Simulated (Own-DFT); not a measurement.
## Calculated data, Al$_{3}$GaN$_{4}$ (wurtzite random alloy, atoms displaced)

A calculation, not a measurement: plane-wave density functional theory by an unreviewed code, no spin, of a simulated periodic cell, stress positive in tension, run twice, with PBE and with PBEsol, both on files made for PBE, so the change isn't that of files made for PBEsol, forces on such cells passed a denser k mesh, this cell's mesh not checked; the far tail of each file's local potential was reset to the Coulomb form; each entry is a single point on an unrelaxed cell, so the pressure reflects the starting lattice, mostly measured values (interpolated for alloys), from which strain is counted, and rises with the displacements; printed positions are rounded, which can move forces by about a meV/angstrom; the program, named Own-DFT, is a retired in-house code; no spin-orbit coupling; stress was not checked against mesh or cutoff. Program: Own-DFT development build.

Common to all runs: functional PBE, then PBEsol; potential files PseudoDojo norm-conserving, scalar-relativistic, standard set; wave cutoff 42 hartree; occupations Fermi-Dirac; smearing width 0.1 eV; k mesh 4 x 4 x 3 centred on Gamma.

(1) Al$_{3}$GaN$_{4}$ (wurtzite random alloy, atoms displaced)

```
cell vectors (Å)
   9.3938     0.0000     0.0000
  -4.6969     8.1352     0.0000
   0.0000     0.0000    10.0655
atoms (fractions of the cell vectors)
Al  0.10731  0.22234  0.99923
Al  0.21969  0.10979  0.25030
N   0.10981  0.22341  0.18851
N   0.21950  0.11204  0.43681
Al  0.11097  0.22092  0.50049
Al  0.22708  0.11214  0.75229
N   0.11354  0.21749  0.68821
N   0.22549  0.11637  0.93174
Al  0.11047  0.55486  0.00268
Al  0.22207  0.44454  0.25055
N   0.11360  0.55675  0.18950
N   0.22475  0.44600  0.43868
Ga  0.10911  0.55540  0.50005
Al  0.22827  0.44349  0.74612
N   0.10848  0.55400  0.68765
N   0.21882  0.44453  0.93970
Al  0.10768  0.88880  0.00156
Ga  0.22258  0.77945  0.25293
N   0.11099  0.88777  0.18978
N   0.22318  0.77857  0.44390
Ga  0.11337  0.88915  0.50060
Al  0.21807  0.77694  0.75600
N   0.12093  0.89134  0.68920
N   0.22011  0.78278  0.94086
Ga  0.44586  0.22083  0.00392
Al  0.55609  0.11563  0.25707
N   0.44403  0.21794  0.19391
N   0.55923  0.11168  0.44130
Al  0.44371  0.21637  0.50012
Ga  0.54827  0.10770  0.74904
N   0.44695  0.22419  0.68815
N   0.55828  0.11072  0.94333
Al  0.43719  0.55389  0.00750
Al  0.55117  0.44473  0.24385
N   0.44146  0.55193  0.18779
N   0.55004  0.42770  0.44248
Al  0.44902  0.55863  0.49484
Ga  0.55484  0.44507  0.74794
N   0.45022  0.55943  0.69903
N   0.54666  0.44435  0.93982
Al  0.44236  0.88662  0.99992
Al  0.55673  0.77881  0.25454
N   0.44584  0.89205  0.19107
N   0.56016  0.77471  0.43525
Al  0.43736  0.88011  0.49640
Al  0.55685  0.77156  0.75102
N   0.44943  0.89150  0.68981
N   0.55426  0.77494  0.93762
Al  0.77607  0.22023  0.99771
Al  0.89132  0.10713  0.24738
N   0.78048  0.22073  0.19100
N   0.88956  0.10821  0.44399
Al  0.77329  0.21923  0.49578
Ga  0.88234  0.11278  0.75028
N   0.78240  0.22749  0.69222
N   0.88783  0.10661  0.93782
Al  0.77421  0.55836  0.99948
Al  0.88761  0.43870  0.25028
N   0.78310  0.55780  0.19194
N   0.88757  0.44362  0.44007
Al  0.78118  0.55130  0.49983
Ga  0.89057  0.43987  0.75120
N   0.77899  0.55871  0.68964
N   0.88537  0.44419  0.93994
Al  0.78139  0.89137  0.00150
Al  0.88567  0.77819  0.25377
N   0.78131  0.89049  0.19037
N   0.89088  0.77631  0.44091
Al  0.78325  0.89722  0.50063
Ga  0.88634  0.77473  0.75063
N   0.77548  0.88818  0.68895
N   0.89008  0.77515  0.94274
```

* PBE pressure: 5.2 GPa
* PBE stress xx: -3.83 GPa
* PBE stress yy: -5.46 GPa
* PBE stress zz: -6.3 GPa
* PBE stress yz: -0.18 GPa
* PBE stress xz: -0.53 GPa
* PBE stress xy: 0.58 GPa
* PBEsol pressure: 2.08 GPa
* PBEsol stress xx: -0.74 GPa
* PBEsol stress yy: -2.36 GPa
* PBEsol stress zz: -3.13 GPa
* PBEsol stress yz: -0.17 GPa
* PBEsol stress xz: -0.52 GPa
* PBEsol stress xy: 0.54 GPa
* rms change of force components from PBE to PBEsol: 0.066 eV/Å

Force:
```csv
force element,PBE force x (eV/Å),PBE force y (eV/Å),PBE force z (eV/Å),PBEsol force x (eV/Å),PBEsol force y (eV/Å),PBEsol force z (eV/Å)
Al,0.69,0.127,-0.547,0.698,0.13,-0.555
Al,0.148,0.011,-0.249,0.151,0.004,-0.267
N,0.482,-0.175,0.051,0.481,-0.168,0.053
N,0.622,0.527,0.05,0.629,0.367,0.114
Al,0.121,0.298,0.083,0.1,0.298,0.081
Al,-0.354,-0.157,-1.266,-0.349,-0.158,-1.276
N,0.1,0.934,0.003,-0.032,0.853,0.062
N,-1.018,-1.032,2.04,-0.876,-0.95,2.111
Al,-0.528,0.26,-0.611,-0.533,0.276,-0.625
Al,-0.277,-0.108,-0.115,-0.279,-0.098,-0.119
N,-0.187,-1.06,0.201,-0.192,-0.887,0.268
N,0.661,-0.458,-0.008,0.519,-0.378,0.056
Ga,0.295,-0.323,-0.019,0.269,-0.315,-0.011
Al,-0.986,-0.211,0.492,-0.996,-0.228,0.491
N,1.711,0.777,1.291,1.552,0.682,1.161
N,-0.043,-0.059,-0.032,-0.039,-0.058,-0.039
Al,0.425,0.63,-0.247,0.437,0.645,-0.254
Ga,0.079,-0.166,-0.419,0.066,-0.166,-0.411
N,-1.296,0.76,-0.1,-1.143,0.659,-0.029
N,0.599,-0.032,-0.561,0.41,-0.126,-0.617
Ga,-0.574,0.351,0.189,-0.568,0.326,0.19
Al,1.07,-0.167,-0.974,1.072,-0.177,-0.976
N,-0.622,0.227,1.068,-0.749,0.162,0.919
N,0.523,-0.749,0.467,0.516,-0.748,0.478
Ga,-0.284,0.117,-0.507,-0.28,0.112,-0.514
Al,0.767,-0.635,-1.215,0.768,-0.637,-1.222
N,-0.651,0.562,0.654,-0.653,0.563,0.483
N,-0.701,-1.186,0.159,-0.709,-1.193,0.173
Al,-0.611,-0.312,0.08,-0.605,-0.349,0.084
Ga,1.087,0.644,0.519,1.065,0.642,0.519
N,-0.995,-0.665,-0.607,-0.836,-0.573,-0.481
N,0.237,-0.724,0.016,0.073,-0.645,-0.087
Al,0.336,0.231,-2.135,0.325,0.229,-2.146
Al,1.365,-0.519,1.145,1.367,-0.516,1.135
N,-0.161,0.782,1.332,-0.168,0.789,1.347
N,-0.279,2.579,-0.893,-0.273,2.566,-0.896
Al,0.505,-1.241,0.946,0.511,-1.241,0.959
Ga,0.808,-0.289,0.557,0.791,-0.285,0.563
N,-1.562,-0.257,-2.63,-1.373,-0.368,-2.57
N,0.898,0.863,1.239,0.892,0.697,1.117
Al,0.27,0.242,0.023,0.254,0.235,0.016
Al,-0.139,0.12,-1.742,-0.144,0.108,-1.76
N,1.07,0.195,0.06,0.92,0.122,0.119
N,-0.534,0.544,1.111,-0.524,0.558,1.126
Al,1.304,1.124,0.985,1.32,1.134,0.969
Al,-0.666,1.587,0.181,-0.653,1.605,0.189
N,-0.299,-2.266,-0.629,-0.308,-2.07,-0.561
N,0.078,0.279,1.166,0.086,0.273,1.164
Al,0.306,0.313,0.482,0.317,0.321,0.459
Al,-0.625,0.691,0.71,-0.624,0.692,0.725
N,-0.273,-0.331,-0.003,-0.272,-0.345,-0.01
N,-0.388,1.116,-1.131,-0.389,1.128,-1.133
Al,1.118,0.542,1.013,1.134,0.547,1.02
Ga,1.631,-0.52,-0.432,1.596,-0.51,-0.407
N,-1.313,-1.257,-2.044,-1.27,-1.227,-1.861
N,-0.299,0.568,1.607,-0.308,0.572,1.414
Al,0.255,-0.902,0.227,0.251,-0.917,0.204
Al,0,0.852,-0.255,0.01,0.867,-0.25
N,-0.946,-0.474,-0.207,-0.936,-0.473,-0.203
N,-0.182,-0.975,-0.672,-0.023,-0.89,-0.608
Al,-1.295,0.353,0.002,-1.289,0.363,0.003
Ga,-0.809,1.355,0.187,-0.793,1.317,0.191
N,0.483,-0.933,-0.972,0.461,-0.903,-0.792
N,0.215,0.03,1.501,0.219,0.034,1.319
Al,-0.501,-0.93,-0.452,-0.503,-0.939,-0.47
Al,1.006,-0.269,-0.331,1.019,-0.265,-0.331
N,-0.506,-0.542,0.013,-0.508,-0.546,0.011
N,-1.27,-0.405,-0.1,-1.12,-0.315,-0.025
Al,0.385,-1.765,0.306,0.396,-1.769,0.304
Ga,0.582,1.152,-0.147,0.564,1.117,-0.139
N,-0.362,-0.282,-0.448,-0.221,-0.197,-0.33
N,-0.699,0.634,0.544,-0.699,0.635,0.374
```

(2) Al$_{3}$GaN$_{4}$ (wurtzite random alloy, atoms displaced)

```
cell vectors (Å)
   9.3938     0.0000     0.0000
  -4.6969     8.1352     0.0000
   0.0000     0.0000    10.0655
atoms (fractions of the cell vectors)
Al  0.11078  0.22219  0.00044
Al  0.22588  0.11475  0.24406
N   0.11203  0.21899  0.18474
N   0.22048  0.11261  0.43904
Al  0.10978  0.22431  0.49712
Al  0.22658  0.10954  0.75349
N   0.11429  0.22368  0.68630
N   0.22662  0.11486  0.93369
Al  0.11687  0.55450  0.00002
Ga  0.22202  0.44362  0.25629
N   0.10845  0.55436  0.18945
N   0.22342  0.44468  0.44656
Al  0.10443  0.55464  0.50148
Al  0.22457  0.44821  0.74686
N   0.11705  0.56318  0.68829
N   0.22127  0.44593  0.94576
Al  0.11110  0.88885  0.99810
Al  0.22784  0.77924  0.24986
N   0.11418  0.89277  0.18461
N   0.22214  0.77531  0.44160
Al  0.11583  0.89216  0.50264
Al  0.22471  0.77398  0.75042
N   0.10922  0.88858  0.68639
N   0.21634  0.77375  0.94024
Al  0.44361  0.22133  0.00418
Ga  0.55068  0.10794  0.24964
N   0.43893  0.21800  0.19068
N   0.55361  0.10828  0.44255
Al  0.44542  0.21739  0.50383
Ga  0.55841  0.10944  0.75568
N   0.43731  0.22056  0.69186
N   0.55893  0.11423  0.93650
Al  0.44565  0.55583  0.99598
Al  0.55579  0.44704  0.25014
N   0.44475  0.55919  0.19172
N   0.55721  0.43939  0.43824
Al  0.44771  0.55541  0.49960
Ga  0.55968  0.44642  0.75198
N   0.44491  0.55910  0.69052
N   0.55821  0.45215  0.93930
Al  0.45280  0.88963  0.00228
Al  0.56306  0.78181  0.25192
N   0.43730  0.88363  0.19209
N   0.55814  0.78235  0.43244
Al  0.44366  0.89000  0.49750
Ga  0.55333  0.78008  0.74968
N   0.44652  0.89457  0.68694
N   0.55621  0.77772  0.94576
Al  0.77912  0.22406  0.99808
Al  0.88580  0.10884  0.24311
N   0.77337  0.22077  0.18859
N   0.89010  0.11289  0.44211
Al  0.78356  0.22002  0.49561
Ga  0.89354  0.12006  0.74930
N   0.77642  0.22223  0.68767
N   0.88788  0.10849  0.94276
Al  0.78440  0.56359  0.00365
Al  0.88400  0.44314  0.24617
N   0.77767  0.56226  0.19362
N   0.89046  0.44449  0.44814
Ga  0.77913  0.55370  0.49755
Ga  0.89112  0.44795  0.74510
N   0.77116  0.55307  0.69291
N   0.89437  0.44445  0.93970
Al  0.77319  0.88370  0.00086
Al  0.89831  0.78709  0.25107
N   0.78414  0.89254  0.19609
N   0.89414  0.77554  0.43915
Ga  0.77476  0.88658  0.50390
Al  0.88364  0.78136  0.75191
N   0.77659  0.89109  0.69525
N   0.88987  0.77790  0.94239
```

- PBE pressure: 5.12 GPa
- PBE stress xx: -5.25 GPa
- PBE stress yy: -4.53 GPa
- PBE stress zz: -5.57 GPa
- PBE stress yz: 0.02 GPa
- PBE stress xz: 0.56 GPa
- PBE stress xy: -0.73 GPa
- PBEsol pressure: 2.01 GPa
- PBEsol stress xx: -2.17 GPa
- PBEsol stress yy: -1.47 GPa
- PBEsol stress zz: -2.39 GPa
- PBEsol stress yz: 0.02 GPa
- PBEsol stress xz: 0.58 GPa
- PBEsol stress xy: -0.71 GPa
- rms change of force components from PBE to PBEsol: 0.066 eV/Å

Force:
```csv
force element,PBE force x (eV/Å),PBE force y (eV/Å),PBE force z (eV/Å),PBEsol force x (eV/Å),PBEsol force y (eV/Å),PBEsol force z (eV/Å)
Al,0.226,0.018,-0.728,0.231,0.023,-0.756
Al,-0.847,-0.929,1.275,-0.844,-0.932,1.285
N,-0.599,-0.242,0.68,-0.604,-0.09,0.744
N,0.539,-0.011,-0.413,0.538,-0.003,-0.411
Al,0.768,-0.527,0.48,0.759,-0.541,0.467
Al,-1.25,-0.153,-1.404,-1.267,-0.169,-1.402
N,0.646,0.628,0.408,0.511,0.54,0.46
N,-0.301,-0.407,1.796,-0.303,-0.402,1.811
Al,-1.215,0.303,0.374,-1.21,0.306,0.364
Ga,-0.178,0.061,-0.725,-0.171,0.07,-0.719
N,-0.579,0.351,0.222,-0.438,0.272,0.277
N,-0.348,0.408,0.401,-0.353,0.418,0.243
Al,1.451,0.59,-0.213,1.444,0.589,-0.219
Al,-0.077,-0.674,0.43,-0.094,-0.681,0.458
N,0.61,-0.792,-0.143,0.468,-0.882,-0.098
N,1.004,-0.418,-1.486,1.009,-0.426,-1.48
Al,0.27,0.35,-0.255,0.268,0.362,-0.27
Al,-1.74,-0.879,0.251,-1.752,-0.877,0.258
N,0.463,-0.174,0.616,0.473,-0.173,0.617
N,-0.131,0.31,-0.401,-0.135,0.304,-0.391
Al,-0.325,-0.107,-0.712,-0.321,-0.108,-0.719
Al,-0.959,1.369,0.052,-0.961,1.383,0.062
N,0.152,-0.269,1.379,0.156,-0.274,1.386
N,1.288,0.724,-0.124,1.287,0.722,-0.109
Al,0.102,0.591,-1.115,0.115,0.591,-1.134
Ga,0.118,0.006,0.563,0.112,0.006,0.559
N,0.222,1.651,-0.692,0.385,1.567,-0.617
N,0.545,0.458,0.287,0.55,0.461,0.128
Al,-0.854,0.396,-0.299,-0.84,0.404,-0.308
Ga,-0.879,0.815,-1.813,-0.844,0.799,-1.753
N,0.984,0.002,-0.644,1.116,0.103,-0.536
N,-0.167,-0.431,3.035,-0.172,-0.435,2.806
Al,-0.509,-0.212,1.127,-0.523,-0.213,1.107
Al,-0.18,-0.178,-0.082,-0.17,-0.193,-0.083
N,1.026,0.191,-0.56,0.869,0.11,-0.51
N,-1.323,-0.189,0.028,-1.167,-0.107,0.092
Al,-0.026,0.109,-0.201,0.005,0.132,-0.21
Ga,-1.317,-0.969,-0.143,-1.268,-0.943,-0.129
N,-0.34,-0.484,-0.753,-0.2,-0.382,-0.639
N,0.77,-0.863,1.882,0.786,-0.867,1.687
Al,-1.822,0.028,-0.074,-1.832,0.046,-0.095
Al,-0.609,-0.504,-0.956,-0.608,-0.483,-0.971
N,1.794,0.078,-0.925,1.806,0.245,-0.863
N,-0.77,-1.058,1.566,-0.624,-0.972,1.64
Al,0.238,-0.422,0.116,0.258,-0.425,0.107
Ga,0.062,0.084,0.358,0.077,0.095,0.348
N,-0.686,-1.286,-0.297,-0.538,-1.18,-0.176
N,-0.054,-0.059,-0.019,-0.052,-0.07,-0.176
Al,0.201,0.123,-0.042,0.194,0.113,-0.067
Al,0.526,0.985,1.011,0.517,0.994,1.025
N,0.823,0.462,-0.21,0.67,0.369,-0.156
N,0.354,0.18,-1.407,0.367,0.002,-1.36
Al,-1.486,0.15,0.741,-1.507,0.143,0.736
Ga,0.363,-0.488,0.3,0.339,-0.488,0.295
N,0.143,0.385,-0.973,0.146,0.379,-0.799
N,-0.121,0.01,0.77,-0.119,0.007,0.612
Al,0.066,-1.207,-0.386,0.072,-1.218,-0.402
Al,0.433,0.509,0.656,0.416,0.503,0.678
N,0.445,-0.415,-0.36,0.437,-0.395,-0.347
N,0.644,-1.265,-1.989,0.46,-1.167,-1.929
Ga,-0.601,0.344,0.647,-0.589,0.326,0.639
Ga,-0.049,-0.14,0.744,-0.059,-0.149,0.738
N,1.195,2.099,-0.511,1.169,1.905,-0.545
N,-0.701,0.259,0.936,-0.699,0.273,0.775
Al,0.868,0.842,0.362,0.871,0.839,0.354
Al,0.045,-0.635,0.198,0.04,-0.639,0.191
N,-0.608,-0.634,-1.279,-0.596,-0.644,-1.279
N,-0.029,1.092,-0.18,-0.156,0.978,-0.063
Ga,0.872,0.222,-0.507,0.837,0.225,-0.496
Al,1.331,-0.5,-0.22,1.334,-0.508,-0.221
N,0.514,-0.173,-0.1,0.344,-0.085,-0.167
N,-0.419,0.515,-0.35,-0.418,0.52,-0.348
```

(3) Al$_{3}$GaN$_{4}$ (wurtzite random alloy, atoms displaced)

```
cell vectors (Å)
   9.3938     0.0000     0.0000
  -4.6969     8.1352     0.0000
   0.0000     0.0000    10.0655
atoms (fractions of the cell vectors)
Al  0.10687  0.21464  0.00243
Al  0.21973  0.10908  0.25124
N   0.12123  0.22845  0.19221
N   0.22362  0.11295  0.44127
Ga  0.11722  0.22427  0.50047
Al  0.22373  0.10589  0.74811
N   0.10482  0.22412  0.69378
N   0.22134  0.11341  0.93727
Al  0.11784  0.56021  0.00324
Ga  0.22649  0.44242  0.25294
N   0.11787  0.56306  0.18839
N   0.22159  0.44644  0.44218
Al  0.10788  0.55648  0.50028
Al  0.22239  0.44577  0.74643
N   0.09924  0.54622  0.69328
N   0.22460  0.44365  0.93812
Al  0.10419  0.88244  0.00091
Al  0.22103  0.77932  0.24545
N   0.10427  0.87817  0.19545
N   0.23075  0.78560  0.43866
Ga  0.10420  0.88314  0.49980
Al  0.22040  0.77379  0.75038
N   0.10736  0.89247  0.68769
N   0.22274  0.77782  0.94302
Al  0.44347  0.22307  0.00402
Ga  0.55197  0.10258  0.24694
N   0.43881  0.22202  0.18644
N   0.55686  0.11594  0.43981
Al  0.44512  0.22657  0.49603
Al  0.55756  0.11025  0.74978
N   0.43924  0.21348  0.68943
N   0.55700  0.11057  0.94463
Al  0.44160  0.55093  0.00319
Al  0.56012  0.44354  0.25159
N   0.44766  0.55202  0.18862
N   0.56265  0.44996  0.44348
Al  0.44167  0.54701  0.50166
Ga  0.56121  0.44681  0.75389
N   0.43732  0.55166  0.69165
N   0.55411  0.44376  0.94135
Ga  0.44377  0.89027  0.00026
Ga  0.55770  0.77841  0.25012
N   0.44527  0.88836  0.18815
N   0.55657  0.78103  0.44607
Al  0.44432  0.88728  0.50391
Al  0.55644  0.78292  0.75005
N   0.44416  0.88509  0.68937
N   0.56060  0.77901  0.94265
Ga  0.77953  0.21980  0.00168
Al  0.89865  0.11455  0.24203
N   0.77590  0.22024  0.18409
N   0.89300  0.11442  0.43942
Al  0.77883  0.22106  0.49887
Al  0.88101  0.10576  0.75019
N   0.77288  0.22019  0.68917
N   0.88868  0.10975  0.94119
Al  0.77409  0.55495  0.99713
Al  0.88828  0.44411  0.25010
N   0.77869  0.55037  0.19763
N   0.89209  0.44702  0.44105
Ga  0.77504  0.55287  0.49875
Al  0.88078  0.44065  0.75233
N   0.77737  0.55779  0.69372
N   0.88722  0.44803  0.94162
Al  0.77145  0.88880  0.99758
Al  0.89287  0.78165  0.25354
N   0.77645  0.89425  0.19171
N   0.88593  0.78162  0.44566
Al  0.77775  0.88748  0.50183
Al  0.89402  0.78009  0.75189
N   0.77593  0.88517  0.69017
N   0.89191  0.77965  0.94302
```

* PBE pressure: 5.23 GPa
* PBE stress xx: -6.79 GPa
* PBE stress yy: -3.91 GPa
* PBE stress zz: -5 GPa
* PBE stress yz: -0.6 GPa
* PBE stress xz: 0.2 GPa
* PBE stress xy: -1.3 GPa
* PBEsol pressure: 2.11 GPa
* PBEsol stress xx: -3.73 GPa
* PBEsol stress yy: -0.81 GPa
* PBEsol stress zz: -1.79 GPa
* PBEsol stress yz: -0.6 GPa
* PBEsol stress xz: 0.19 GPa
* PBEsol stress xy: -1.31 GPa
* rms change of force components from PBE to PBEsol: 0.07 eV/Å

Force:
```csv
force element,PBE force x (eV/Å),PBE force y (eV/Å),PBE force z (eV/Å),PBEsol force x (eV/Å),PBEsol force y (eV/Å),PBEsol force z (eV/Å)
Al,0.39,1.407,-0.987,0.377,1.424,-0.975
Al,0.602,-0.232,0.072,0.6,-0.252,0.075
N,-0.644,-2.236,-1.071,-0.626,-2.009,-0.996
N,1.036,-0.054,-1.114,0.862,-0.123,-0.988
Ga,-1.215,-0.262,0.893,-1.2,-0.266,0.87
Al,-1.347,1.251,0.331,-1.361,1.263,0.314
N,0.904,-0.753,0.425,0.912,-0.757,0.273
N,0.511,-1.106,0.788,0.512,-1.107,0.781
Al,-0.316,-1.145,-0.89,-0.302,-1.162,-0.896
Ga,-0.631,1.478,-0.113,-0.612,1.436,-0.109
N,-0.699,-0.955,0.425,-0.572,-1.034,0.486
N,0.257,1.006,0.497,0.254,0.822,0.379
Al,0.662,0.443,0.254,0.651,0.458,0.254
Al,-0.614,-0.801,0.965,-0.618,-0.798,0.962
N,0.471,1.366,-0.599,0.466,1.351,-0.592
N,-0.596,-0.117,0.618,-0.594,-0.135,0.608
Al,0.871,1.176,0.186,0.889,1.193,0.2
Al,1.085,-0.182,1.1,1.094,-0.169,1.103
N,-0.039,1.921,-1.01,-0.036,1.92,-1.012
N,-0.237,-1.464,-0.205,-0.383,-1.383,-0.161
Ga,1.054,0.951,-0.178,1.02,0.936,-0.158
Al,-0.374,-0.012,-0.102,-0.374,-0.004,-0.116
N,1.194,-1.069,1.462,1.201,-1.076,1.265
N,-1.157,-0.215,-0.945,-0.999,-0.116,-0.879
Al,-0.005,-0.342,-1.216,0.008,-0.35,-1.232
Ga,-0.15,1.558,0.649,-0.129,1.517,0.623
N,0.019,0.11,1.079,0.136,0.044,1.134
N,0.193,-0.483,0.705,0.19,-0.5,0.542
Al,0.549,-0.733,0.82,0.548,-0.711,0.82
Al,-0.837,-0.252,0.297,-0.83,-0.258,0.309
N,0.562,0.483,-0.462,0.572,0.623,-0.422
N,-1.245,0.793,-1.556,-1.087,0.696,-1.428
Al,-0.085,0.44,-0.859,-0.1,0.456,-0.871
Al,-0.407,-0.177,-0.148,-0.4,-0.183,-0.126
N,0.735,0.096,0.22,0.584,0.166,0.339
N,-2.185,-1.611,-1.214,-1.978,-1.492,-1.142
Al,-0.404,1.617,0.337,-0.384,1.611,0.321
Ga,-1.515,-0.966,-0.597,-1.483,-0.937,-0.581
N,0.538,1.096,-0.529,0.679,1.036,-0.472
N,0.157,-0.029,1.312,0.152,-0.032,1.122
Ga,0.592,-0.282,-0.253,0.595,-0.263,-0.226
Ga,-0.374,-0.415,0.783,-0.368,-0.387,0.757
N,-1.05,-1.338,0.507,-0.895,-1.223,0.444
N,0.225,-0.934,0.1,0.223,-0.946,-0.046
Al,0.067,0.817,-0.69,0.063,0.837,-0.7
Al,0.514,-1.449,0.149,0.517,-1.453,0.158
N,-0.74,0.399,0.698,-0.743,0.403,0.697
N,-0.618,-1.183,-0.899,-0.773,-1.12,-0.844
Ga,-0.489,0.916,-0.997,-0.494,0.875,-0.951
Al,-1.345,0.113,1.437,-1.348,0.129,1.433
N,1.314,0.765,2.465,1.165,0.667,2.304
N,-0.727,-0.806,-0.721,-0.57,-0.727,-0.672
Al,-0.006,0.12,-0.124,-0.007,0.135,-0.122
Al,0.749,0.767,-0.218,0.73,0.764,-0.222
N,0.319,-0.01,0.119,0.327,-0.005,0.113
N,0.789,-0.714,-0.461,0.632,-0.617,-0.4
Al,0.485,0.07,1.045,0.474,0.071,1.054
Al,0.906,-0.294,-0.18,0.918,-0.303,-0.18
N,-0.693,1.217,-1.056,-0.688,1.23,-1.06
N,0.417,-0.828,-0.608,0.252,-0.75,-0.548
Ga,1.149,0.97,0.903,1.112,0.945,0.886
Al,0.517,-0.002,0.162,0.504,-0.026,0.151
N,1.22,0.569,0.01,1.048,0.473,-0.082
N,0.593,0.488,-0.218,0.607,0.34,-0.159
Al,1.405,0.185,0.767,1.399,0.192,0.778
Al,-1.397,-1.083,0.044,-1.413,-1.098,0.051
N,2.088,-0.073,-0.897,1.917,-0.177,-0.834
N,-0.291,-0.553,-1.58,-0.109,-0.631,-1.461
Al,-0.736,0.978,-0.068,-0.728,0.989,-0.067
Al,-0.916,-0.195,0.027,-0.928,-0.197,0.014
N,0.033,0.229,0.457,0.041,0.218,0.456
N,-1.088,-0.439,-0.342,-1.098,-0.438,-0.345
```
